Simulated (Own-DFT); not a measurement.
# What a defect does to the pressure of its cell: D0_22 TiAl3

Source: density functional calculations with Own-DFT, an unreviewed in-house program that is no longer used. Nothing was measured or relaxed, and spin and spin-orbit coupling are left out.

Common settings: PBEsol; PseudoDojo norm-conserving scalar-relativistic files, made for PBE; cutoff 42 hartree; 4 x 4 x 4 k mesh centred on Gamma; cold (Marzari-Vanderbilt) smearing of 0.2 eV.

Known weak points: forces on such cells failed a check on a denser k mesh; stress not checked against mesh or cutoff.

All runs share one cell, with vectors in Å (-2.365, -6.981, 4.326); (-7.667, 3.491, 1.442); (-2.950, -3.488, -7.241) and a volume of 625.4 Å³. u is the rms random offset of the atoms per axis. The defect's site can differ from row to row.

```
cell,formula,u (Å),P (GPa)
no defect,Al30Ti10,0.0197,0.06
no defect,Al30Ti10,0.0211,0.07
no defect,Al30Ti10,0.0521,0.84
two Al on a Ti site each,Al32Ti8,0.0288,1.18
two Al on a Ti site each,Al32Ti8,0.0312,1.22
two Al on a Ti site each,Al32Ti8,0.0559,1.86
two Ti on an Al site each,Al28Ti12,0.0277,0.98
two Ti on an Al site each,Al28Ti12,0.0315,1.25
two Ti on an Al site each,Al28Ti12,0.0535,1.84
two Al vacancies,Al28Ti10,0.0302,?
two Al vacancies,Al28Ti10,0.0310,-0.53
two Al vacancies,Al28Ti10,0.0487,-0.41
two Al vacancies,Al28Ti10,0.0498,-0.43
```

## Fit

P = P0 + c u² + a shift for each defect gives P0 = -0.03 GPa, c = 299 ± 38 GPa/Å² and a scatter of 0.13 GPa. The shifts, and each times the cell's volume:

- two Al on a Ti site each: 0.96 ± 0.10 GPa, 3.7 eV (1.9 eV for each of its 2 sites)
- two Ti on an Al site each: 0.92 ± 0.10 GPa, 3.6 eV (1.8 eV for each of its 2 sites)
- two Al vacancies: -1.01 ± 0.11 GPa, -3.9 eV (-2.0 eV for each of its 2 sites)

Against the defect-free cell, a freed cell would be larger where the shift is positive and smaller where it is negative (160.2 GPa Å³ is 1 eV). The atoms around the defects weren't relaxed, which would change these numbers.

## The run left out

Asked: what pressure belongs in the blank (two Al vacancies, u = 0.0302 Å)?

From the fit: -0.76 ± 0.15 GPa. Computed: -0.60 GPa.
